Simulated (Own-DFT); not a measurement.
# Biaxial strain at fixed height in wurtzite AlGaN with randomly placed atoms, 72 atoms (Al27Ga9N36)

Source: density functional calculations with Own-DFT, an unreviewed in-house program that is no longer used. Nothing was measured or relaxed, and spin and spin-orbit coupling are left out.

Common settings: PBE; PseudoDojo norm-conserving scalar-relativistic files (stringent for Ga); cutoff 96 hartree; 4 x 4 x 3 k mesh centred on Gamma; Gaussian smearing of 0.01 eV.

Caveats: forces on such cells passed a denser k mesh, each cell not checked; stress not checked against mesh or cutoff.

Unstrained cell vectors in Å: (9.394, 0.000, 0.000); (-4.697, 8.135, 0.000); (0.000, 0.000, 10.066). The unstrained cell has measured lattice constants (interpolated for alloys), not those of this functional. That, the random moves and any unrelaxed bonds set the pressure at no strain. Each run strains x and y alike by e, as a substrate would, and holds the height along z. Each coordinate of each atom was shifted by a normal deviate of width 0.05 Å. The random placing of the alloy's atoms differs from row to row. Stress is positive in tension.

| e (%) | u (Å) | (s_xx + s_yy)/2 (GPa) | s_zz (GPa) |
|---|---|---|---|
| -3.00 | 0.047 | -26.56 | -11.27 |
| -2.25 | 0.049 | -21.68 | -9.09 |
| -0.50 | 0.050 | ? | ? |
| -0.25 | 0.048 | -7.41 | -6.92 |
| 0.75 | 0.047 | -1.87 | -4.87 |
| 1.00 | 0.050 | -0.88 | -4.72 |
| 2.00 | 0.056 | 3.97 | -4.82 |
| 2.25 | 0.052 | 4.66 | -2.44 |
| 2.50 | 0.050 | 6.71 | -4.14 |
| 2.75 | 0.051 | 6.97 | -1.34 |

## Working it out

With e as a fraction, the in-plane stress is -6.2 + 583 e - 3544 e² GPa (errors 7 and 479, scatter 0.43), and s_zz is -6.4 + 144 e GPa (slope ± 16, scatter 0.93). At e = 0 the first slope is C11 + C12 and the second 2 C13, both with the ions held to the strained lattice and at the cell's own pressure. The term in e² is negative: the layer stiffens under compression and softens under tension. A free layer would change its height as e changes, and the in-plane slope would drop by 2 C13²/C33 to the biaxial modulus. At fixed height, a misfit of 1 % moves the in-plane stress by about 5.8 GPa and s_zz by 1.4 GPa.

## Withheld run

Q: what are the two stresses at e = -0.50 %?

From the fit: -9.2 and -7.1 GPa. The hidden result is -10.20 and -6.67 GPa.
